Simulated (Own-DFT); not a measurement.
# Misfit strain and the stress it brings: wurtzite AlGaN with randomly placed atoms, 128 atoms (Al48Ga16N64)

Calculated, not measured: single-point runs of Own-DFT, a retired in-house plane-wave DFT program that no person has reviewed, on unrelaxed cells, without spin or spin-orbit coupling.

Method: PBE; PseudoDojo norm-conserving scalar-relativistic files (stringent for Ga); cutoff 96 hartree; 3 x 3 x 3 k mesh centred on Gamma; Gaussian smearing of 0.01 eV.

Limits: k mesh not checked against a denser one; stress not checked against mesh or cutoff.

Unstrained cell vectors in Å: (12.525, 0.000, 0.000); (-6.262, 10.847, 0.000); (0.000, 0.000, 10.066). The unstrained cell has measured lattice constants (interpolated for alloys), not those of this functional. That, the random moves and any unrelaxed bonds set the pressure at no strain. Each run strains x and y alike by e, as a substrate would, and holds the height along z. Each coordinate of each atom was shifted by a normal deviate of width 0.05 Å. The random placing of the alloy's atoms differs from row to row. Stress is positive in tension.

| e (%) | u (Å) | (s_xx + s_yy)/2 (GPa) | s_zz (GPa) |
|---|---|---|---|
| -2.50 | 0.048 | -21.93 | -11.63 |
| -2.25 | 0.052 | -19.89 | -12.62 |
| -2.00 | 0.049 | -19.30 | -9.16 |
| -1.00 | 0.051 | -12.42 | -8.07 |
| -0.75 | 0.051 | ? | ? |
| 0.50 | 0.052 | -3.88 | -5.85 |
| 0.75 | 0.050 | -2.44 | -4.72 |
| 2.00 | 0.054 | 4.42 | -6.43 |
| 2.75 | 0.051 | 7.18 | -1.66 |
| 3.00 | 0.050 | 8.61 | -2.63 |

## Working it out

With e as a fraction, the in-plane stress is -6.6 + 567 e - 2032 e² GPa (errors 6 and 446, scatter 0.38), and s_zz is -7.2 + 162 e GPa (slope ± 24, scatter 1.45). At e = 0 the first slope is C11 + C12 and the second 2 C13, both with the ions held to the strained lattice and at the cell's own pressure. The term in e² is negative: the layer stiffens under compression and softens under tension. A free layer would change its height as e changes, and the in-plane slope would drop by 2 C13²/C33 to the biaxial modulus. At fixed height, a misfit of 1 % moves the in-plane stress by about 5.7 GPa and s_zz by 1.6 GPa.

## Test on the hidden row

Question: what are the two stresses at e = -0.75 %?

From the fit: -10.9 and -8.4 GPa. Computed: -10.50 and -6.95 GPa.
